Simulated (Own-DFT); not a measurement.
# How much smaller does PBEsol make it? beta-Si3N4, 112 atoms (N64Si48)

No measurement is shown. These are fixed-geometry runs of a retired plane-wave code named Own-DFT, which no person has reviewed; spin and spin-orbit coupling are neglected.

Limits: forces on such cells moved up to 12 meV/angstrom on a denser k mesh; stress not checked against mesh or cutoff.

Each geometry was run with PBE and with PBEsol, otherwise alike: PseudoDojo norm-conserving scalar-relativistic files made for PBE; cutoff 42 hartree; 2 x 2 x 4 k mesh centred on Gamma; Fermi-Dirac smearing of 0.1 eV. Unstrained cell vectors in Å: (15.212, 0.000, 0.000); (-7.606, 13.174, 0.000); (0.000, 0.000, 5.818). Each has a uniform strain, of which the change of volume is shown, and random moves of rms u per axis.

```
run  volume change (%)   u (Å)  P with PBE (GPa)  P with PBEsol (GPa)
  1              -5.19  0.0520             24.76                22.26
  2              -1.43  0.0485             12.72                10.29
  3               0.23  0.0518              8.39                 5.98
  4               1.08  0.0494              5.38                 2.99
  5              -0.64  0.0488              9.51                 7.09
  6              -0.72  0.0503             10.00                 7.58
  7               0.65  0.0488              6.26                 3.87
  8              -1.11  0.0534             11.86                 9.44
  9              -1.13  0.0511             12.77                10.35
 10              -0.94  0.0506             11.04                    ?
```

Question: by how much does PBEsol shrink this cell, and what belongs in the blank?

## Working it out

Write v for the change of volume as a fraction. Fitted to v and u², the PBE pressure has a slope of -305 ± 12 GPa in v, with the ions held to the strained lattice. The difference PBEsol less PBE is -2.41 + 1.8 v GPa (slope ± 0.1) and averages -2.42 GPa. Divided by the mean slope of the two, 304 GPa, that makes PBEsol's volume at a given pressure, near 10 GPa, about 0.8 % smaller, or 0.27 % in lengths. At one volume PBEsol's slope is the smaller by 2 GPa, but its pressure there is lower too. If stiffness rises by about 4 GPa for each GPa, PBEsol at equal pressure is stiffer by about 8 GPa. Files made for PBEsol would give a different shift.

For run 10 the line gives 8.62 GPa. Computed: 8.62 GPa.
